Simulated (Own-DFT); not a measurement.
# Which arrangement is lower? In48P48, 96 atoms

These are calculations, not measurements. They come from Own-DFT, an in-house plane-wave density functional program, since retired, whose code no person has reviewed. Each row is one single-point run on a periodic cell that was not relaxed, without spin or spin-orbit coupling.

Settings of every run: PBE; PseudoDojo norm-conserving scalar-relativistic files; cutoff 36 hartree; 2 x 3 x 3 k mesh centred on Gamma; Fermi-Dirac smearing of 0.1 eV.

Known limits, some of them of some rows only: not probed for a lower state with spin; forces on such cells failed a check on a denser k mesh; forces not confirmed at this smearing and k mesh; stress not checked against mesh or cutoff.

All cells hold the same atoms in the same cell, with vectors in Å (17.606, 0.000, 0.000); (0.000, 11.737, 0.000); (0.000, 0.000, 11.737). Every atom was moved at random from its ideal site; u is the rms move along one axis. The defect's site can differ from row to row. E is the free energy of the cell above the lowest run. The arrangements:

- A: zincblende InP
- B: zincblende InP, with one In on a P site and one P on an In site, 2.5 Å apart

| arrangement | u (Å) | E (eV) | P (GPa) |
|---|---|---|---|
| A | 0.0181 | 0.008 | 3.20 |
| A | 0.0188 | 0.000 | 3.19 |
| A | 0.0191 | 0.037 | 3.20 |
| A | 0.0491 | 3.085 | 3.59 |
| A | 0.0516 | 3.416 | 3.65 |
| A | 0.0540 | 4.219 | 3.75 |
| B | 0.0280 | 4.737 | 3.53 |
| B | 0.0283 | 4.494 | 3.50 |
| B | 0.0304 | 5.065 | 3.56 |
| B | 0.0476 | 6.725 | 3.78 |
| B | 0.0500 | 6.844 | 3.83 |
| B | 0.0544 | 7.626 | 3.88 |

Question: once the cost of the random moves is taken out, how do the arrangements rank?

## Worked answer

Fit E = a + b u², with one b for all and one a for each arrangement, and with residuals divided by u², since the noise grows with the moves. Then b = 1467 eV/Å², the scatter at u = 0.04 Å is 0.22 eV, and against A:

- B: 3.99 ± 0.08 eV (higher)

These are energies of unrelaxed cells. Relaxing the atoms lowers the strained arrangements most, so the gaps would shrink and small ones could change sign.
